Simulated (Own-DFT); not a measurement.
# Point defects and the pressure they add: D0_22 TiAl3

Calculated, not measured: single-point runs of Own-DFT, a retired in-house plane-wave DFT program that no person has reviewed, on unrelaxed cells, without spin or spin-orbit coupling.

Method: PBE; PseudoDojo norm-conserving scalar-relativistic files; cutoff 42 hartree; 4 x 4 x 4 k mesh centred on Gamma; cold (Marzari-Vanderbilt) smearing of 0.2 eV.

Keep in mind: forces on such cells failed a check on a denser k mesh; stress not checked against mesh or cutoff.

All runs share one cell, with vectors in Å (-2.365, -6.981, 4.326); (-7.667, 3.491, 1.442); (-2.950, -3.488, -7.241) and a volume of 625.4 Å³. u is the rms random offset of the atoms per axis. The defect's site can differ from row to row.

| cell | formula | u (Å) | P (GPa) |
|---|---|---|---|
| no defect | Al30Ti10 | 0.0201 | 1.97 |
| no defect | Al30Ti10 | 0.0214 | 2.01 |
| no defect | Al30Ti10 | 0.0519 | 2.75 |
| two Al vacancies | Al28Ti10 | 0.0295 | 1.30 |
| two Al vacancies | Al28Ti10 | 0.0473 | 1.53 |
| two Al vacancies | Al28Ti10 | 0.0492 | 1.69 |
| two Al on a Ti site each | Al32Ti8 | 0.0298 | 2.87 |
| two Al on a Ti site each | Al32Ti8 | 0.0543 | 3.59 |
| two Al on a Ti site each | Al32Ti8 | 0.0550 | 3.50 |
| two Ti on an Al site each | Al28Ti12 | 0.0259 | 3.06 |
| two Ti on an Al site each | Al28Ti12 | 0.0522 | 3.70 |
| two Ti on an Al site each | Al28Ti12 | 0.0548 | 3.83 |
| one Ti vacancy | Al30Ti9 | 0.0269 | 1.79 |
| one Ti vacancy | Al30Ti9 | 0.0317 | 1.82 |
| one Ti vacancy | Al30Ti9 | 0.0442 | 2.15 |
| one Ti vacancy | Al30Ti9 | 0.0539 | ? |

## What the rows give

P = P0 + c u² + a shift for each defect gives P0 = 1.88 GPa, c = 312 ± 17 GPa/Å² and a scatter of 0.06 GPa. The shifts, and each times the cell's volume:

- two Ti on an Al site each: 0.99 ± 0.05 GPa, 3.9 eV (1.9 eV for each of its 2 sites)
- two Al on a Ti site each: 0.74 ± 0.05 GPa, 2.9 eV (1.4 eV for each of its 2 sites)
- one Ti vacancy: -0.34 ± 0.05 GPa, -1.3 eV
- two Al vacancies: -0.94 ± 0.05 GPa, -3.7 eV (-1.8 eV for each of its 2 sites)

Positive is outwards. The product with the volume (160.2 GPa Å³ to the eV) is nearly free of the cell's size; divided by the bulk modulus at the cell's pressure it gives the volume that the defect adds. The atoms around the defects weren't relaxed, which would change these numbers.

## Withheld run

Question: what pressure belongs in the blank (one Ti vacancy, u = 0.0539 Å)?

From the fit: 2.44 ± 0.07 GPa. The calculation gave 2.40 GPa.
